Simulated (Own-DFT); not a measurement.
# Response to strain: 6H (3C twinned every three layers) SiC, 48 atoms (C24Si24)

All numbers below are calculated, not measured. They come from Own-DFT, an in-house plane-wave density functional program, since retired, whose code no person has reviewed. Each row is one single-point run on a periodic cell that was not relaxed, without spin or spin-orbit coupling.

Settings of every run: PBE; PseudoDojo norm-conserving scalar-relativistic files; cutoff 42 hartree; 5 x 5 x 2 k mesh centred on Gamma; Fermi-Dirac smearing of 0.1 eV.

Known limits: forces on such cells passed a denser k mesh, each cell not checked; stress not checked against mesh or cutoff.

Unstrained cell vectors in Å: (4.360, -4.360, 0.000); (0.000, 4.360, -4.360); (8.719, 8.719, 8.719). The unstrained cell has measured lattice constants (interpolated for alloys), not those of this functional. That, the random moves and any unrelaxed bonds set the pressure at no strain. Each run strains this cell uniformly, with the atoms carried along. Every atom was also moved at random, by a Gaussian of width 0.05 Å on each axis. Strain is the symmetric tensor, in per cent. Stress is positive in tension, and the pressure is minus a third of its trace.

| run | e_xx (%) | e_yy (%) | e_zz (%) | e_yz (%) | e_xz (%) | e_xy (%) | s_xx (GPa) | s_yy (GPa) | s_zz (GPa) | s_yz (GPa) | s_xz (GPa) | s_xy (GPa) | P (GPa) | E (meV/atom) |
|---|---|---|---|---|---|---|---|---|---|---|---|---|---|---|
| 1 | 0.85 | -0.24 | 0.80 | -0.57 | -0.26 | 1.47 | -1.83 | -4.54 | 1.31 | -1.96 | -1.16 | 5.97 | 1.69 | 4.1 |
| 2 | 0.07 | 1.03 | 0.01 | 0.71 | -1.01 | 0.25 | -3.00 | 0.06 | -3.06 | 2.58 | -2.45 | -0.59 | 2.00 | 0.0 |
| 3 | -1.92 | -1.85 | 0.15 | -1.81 | 0.33 | 1.36 | -18.22 | -18.15 | -6.36 | -6.66 | 1.05 | 5.53 | 14.24 | 46.8 |
| 4 | 1.48 | -1.50 | -0.80 | 0.36 | -1.88 | 1.82 | 0.04 | -14.31 | -7.18 | 3.29 | -9.22 | 8.38 | 7.15 | 14.7 |
| 5 | 0.04 | 0.41 | 1.98 | -0.38 | 1.14 | -0.28 | -3.21 | -1.35 | 4.06 | -1.87 | 4.08 | -0.27 | 0.17 | 19.1 |
| 6 | -0.39 | -1.94 | 0.55 | -1.02 | 1.04 | 1.80 | -10.92 | -14.53 | -4.18 | -3.81 | 3.14 | 8.06 | 9.88 | 50.3 |
| 7 | -1.85 | 1.99 | 1.58 | 0.62 | -1.90 | 0.65 | -10.50 | 3.70 | 1.40 | -0.68 | -8.33 | -0.23 | 1.80 | 25.9 |
| 8 | 1.37 | 0.51 | -1.49 | 0.23 | -1.13 | 1.99 | -1.18 | -4.04 | -9.34 | 1.63 | -4.69 | 8.22 | 4.85 | 36.4 |
| 9 | -1.96 | -0.98 | 1.19 | 0.55 | -1.81 | 1.08 | -15.09 | -10.56 | -2.35 | -0.17 | -6.25 | 5.78 | 9.33 | 38.5 |
| 10 | 0.90 | -1.82 | 0.47 | 0.25 | 1.89 | 0.78 | -2.89 | -11.82 | -5.61 | 1.42 | 7.64 | 3.35 | 6.77 | 37.0 |
| 11 | -0.74 | -0.39 | -1.29 | -0.06 | 0.66 | 0.31 | -13.68 | -8.73 | -9.60 | -1.89 | 5.12 | 2.74 | 10.67 | 22.2 |
| 12 | 0.03 | 1.96 | -0.79 | -0.85 | -0.73 | -1.66 | -3.42 | 3.19 | -7.51 | -4.72 | -4.18 | -8.89 | 2.58 | 28.3 |
| 13 | 0.24 | -1.85 | 1.36 | -1.54 | -1.12 | 0.71 | -5.77 | -13.01 | 0.68 | -5.70 | -7.26 | 2.76 | 6.03 | 28.6 |
| 14 | 1.72 | -1.29 | -1.56 | 1.83 | 1.11 | 1.17 | -0.06 | -13.89 | -13.03 | 10.27 | 6.42 | 6.61 | 8.99 | 65.2 |
| 15 | 1.70 | 0.05 | 0.23 | 1.67 | -1.69 | -0.29 | 4.28 | -4.62 | -2.07 | 6.76 | -7.46 | -1.90 | 0.80 | 9.4 |
| 16 | 0.58 | 0.52 | -0.10 | 1.99 | -0.81 | -0.95 | ? | ? | ? | ? | ? | ? | ? | ? |

E is the free energy for each atom above the lowest run shown.

## Worked fit

Each stress component was fitted by least squares to a constant and the strains of the runs shown, as fractions, with shears doubled. Shear strains stay in the fit of a normal stress only where such slopes are resolved. The slopes, in GPa:

| stress | at no strain | per e_xx | per e_yy | per e_zz | scatter |
|---|---|---|---|---|---|
| s_xx | -5.9 | 532 ± 25 | 145 ± 21 | 135 ± 28 | 1.06 |
| s_yy | -5.8 | 89 ± 25 | 500 ± 21 | 135 ± 28 | 1.09 |
| s_zz | -4.6 | 73 ± 31 | 76 ± 26 | 429 ± 35 | 1.34 |

Each shear stress against twice its own strain: yz 191 ± 13, xz 229 ± 11, xy 209 ± 19 GPa. These are stiffnesses along x, y and z of the frame in which the cell vectors are given, which need not be the crystal's axes. The atoms are held to the strained lattice; where symmetry lets them move under strain, relaxing them would lower some slopes. The table should be nearly symmetric about its diagonal, and what it lacks of that shows the noise. A ninth of its sum, 235 ± 7 GPa, estimates the bulk modulus near the mean pressure of these runs, 5.8 GPa, so it lies above the value at zero pressure.

## Withheld run

Question: what normal stresses and pressure should run 16 give?

The fit gives s_xx = -2.2, s_yy = -2.8, s_zz = -4.2 and P = 3.1 GPa. The calculation gave -0.45, -4.15, -5.06 and P = 3.22 GPa.
